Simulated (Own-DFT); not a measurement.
# Point defects and the pressure they add: zincblende GaAs

Everything here is calculated. The program is Own-DFT (plane waves, in-house, since retired, never reviewed by a person); positions were held fixed, and spin and spin-orbit coupling were off.

All runs used: PBE; PseudoDojo norm-conserving scalar-relativistic files; cutoff 42 hartree; 3 x 3 x 3 k mesh centred on Gamma; Fermi-Dirac smearing of 0.1 eV.

Caveats (not all hold for every row): not probed for a lower state with spin; forces not confirmed at this smearing and k mesh; stress not checked against mesh or cutoff.

All runs share one cell, with vectors in Å (10.862, 0.000, 0.000); (0.000, 10.862, 0.000); (0.000, 0.000, 11.796) and a volume of 1391.7 Å³, strained against the parent crystal. Atoms were moved at random from their sites; u is the rms move along one axis. The defect's site can differ from row to row.

| cell | formula | u (Å) | P (GPa) |
|---|---|---|---|
| no defect | As32Ga32 | 0.0286 | 6.65 |
| no defect | As32Ga32 | 0.0334 | 6.77 |
| no defect | As32Ga32 | 0.0520 | 7.05 |
| one P on an As site | As31Ga32P | 0.0284 | 6.36 |
| one P on an As site | As31Ga32P | 0.0286 | 6.35 |
| one P on an As site | As31Ga32P | 0.0467 | 6.64 |
| one In on a Ga site | As32Ga31In | 0.0272 | 7.40 |
| one In on a Ga site | As32Ga31In | 0.0313 | 7.45 |
| one In on a Ga site | As32Ga31In | 0.0321 | 7.48 |
| one Al on a Ga site | AlAs32Ga31 | 0.0302 | ? |
| one Al on a Ga site | AlAs32Ga31 | 0.0325 | 6.66 |
| one Al on a Ga site | AlAs32Ga31 | 0.0497 | 7.06 |
| one Al on a Ga site | AlAs32Ga31 | 0.0551 | 7.17 |
| one As vacancy and one Ga vacancy | As31Ga31 | 0.0321 | 5.84 |
| one As vacancy and one Ga vacancy | As31Ga31 | 0.0326 | 5.93 |
| one As vacancy and one Ga vacancy | As31Ga31 | 0.0529 | 6.45 |

## Fit

P = P0 + c u² + a shift for each defect gives P0 = 6.43 GPa, c = 253 ± 20 GPa/Å² and a scatter of 0.05 GPa. The shifts, and each times the cell's volume:

- one In on a Ga site: 0.78 ± 0.05 GPa, 6.8 eV
- one Al on a Ga site: -0.02 ± 0.05 GPa, -0.2 eV (not resolved)
- one P on an As site: -0.30 ± 0.05 GPa, -2.6 eV
- one As vacancy and one Ga vacancy: -0.77 ± 0.04 GPa, -6.7 eV

Positive is outwards. The product with the volume (160.2 GPa Å³ to the eV) is nearly free of the cell's size; divided by the bulk modulus at the cell's pressure it gives the volume that the defect adds. The atoms around the defects weren't relaxed, which would change these numbers.

## Test on the hidden row

Q: what pressure belongs in the blank (one Al on a Ga site, u = 0.0302 Å)?

The fitted form gives 6.64 ± 0.07 GPa. Computed: 6.64 GPa.
